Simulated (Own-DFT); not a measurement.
# One host, several defects: D0_22 TiAl3

Calculated, not measured: single-point runs of Own-DFT, a retired in-house plane-wave DFT program that no person has reviewed, on unrelaxed cells, without spin or spin-orbit coupling.

All runs used: PBE; PseudoDojo norm-conserving scalar-relativistic files; cutoff 42 hartree; 4 x 4 x 4 k mesh centred on Gamma; cold (Marzari-Vanderbilt) smearing of 0.2 eV.

Keep in mind: forces on such cells failed a check on a denser k mesh; stress not checked against mesh or cutoff.

All runs share one cell, with vectors in Å (-2.365, -6.981, 4.326); (-7.667, 3.491, 1.442); (-2.950, -3.488, -7.241) and a volume of 625.4 Å³. u is the rms random offset of the atoms per axis. The defect's site can differ from row to row.

| cell | formula | u (Å) | P (GPa) |
|---|---|---|---|
| no defect | Al30Ti10 | 0.0184 | 1.95 |
| no defect | Al30Ti10 | 0.0213 | 2.00 |
| no defect | Al30Ti10 | 0.0488 | 2.70 |
| one Ti vacancy | Al30Ti9 | 0.0291 | 1.80 |
| one Ti vacancy | Al30Ti9 | 0.0294 | ? |
| one Ti vacancy | Al30Ti9 | 0.0456 | 2.16 |
| one Ti vacancy | Al30Ti9 | 0.0546 | 2.55 |
| two Al vacancies | Al28Ti10 | 0.0284 | 1.00 |
| two Al vacancies | Al28Ti10 | 0.0311 | 1.30 |
| two Al vacancies | Al28Ti10 | 0.0538 | 1.70 |
| two Ti on an Al site each | Al28Ti12 | 0.0316 | 3.35 |
| two Ti on an Al site each | Al28Ti12 | 0.0508 | 3.78 |
| two Ti on an Al site each | Al28Ti12 | 0.0517 | 3.72 |
| two Al on a Ti site each | Al32Ti8 | 0.0272 | 2.88 |
| two Al on a Ti site each | Al32Ti8 | 0.0406 | 3.08 |
| two Al on a Ti site each | Al32Ti8 | 0.0431 | 3.11 |

## Fit

P = P0 + c u² + a shift for each defect gives P0 = 1.89 GPa, c = 306 ± 28 GPa/Å² and a scatter of 0.09 GPa. The shifts, and each times the cell's volume:

- two Ti on an Al site each: 1.09 ± 0.08 GPa, 4.2 eV (2.1 eV for each of its 2 sites)
- two Al on a Ti site each: 0.70 ± 0.07 GPa, 2.7 eV (1.4 eV for each of its 2 sites)
- one Ti vacancy: -0.32 ± 0.08 GPa, -1.3 eV
- two Al vacancies: -1.04 ± 0.07 GPa, -4.0 eV (-2.0 eV for each of its 2 sites)

Against the defect-free cell, a freed cell would be larger where the shift is positive and smaller where it is negative (160.2 GPa Å³ is 1 eV). The atoms around the defects weren't relaxed, which would change these numbers.

## Prediction

Q: what pressure belongs in the blank (one Ti vacancy, u = 0.0294 Å)?

Estimate: 1.83 ± 0.11 GPa. The hidden result is 1.81 GPa.
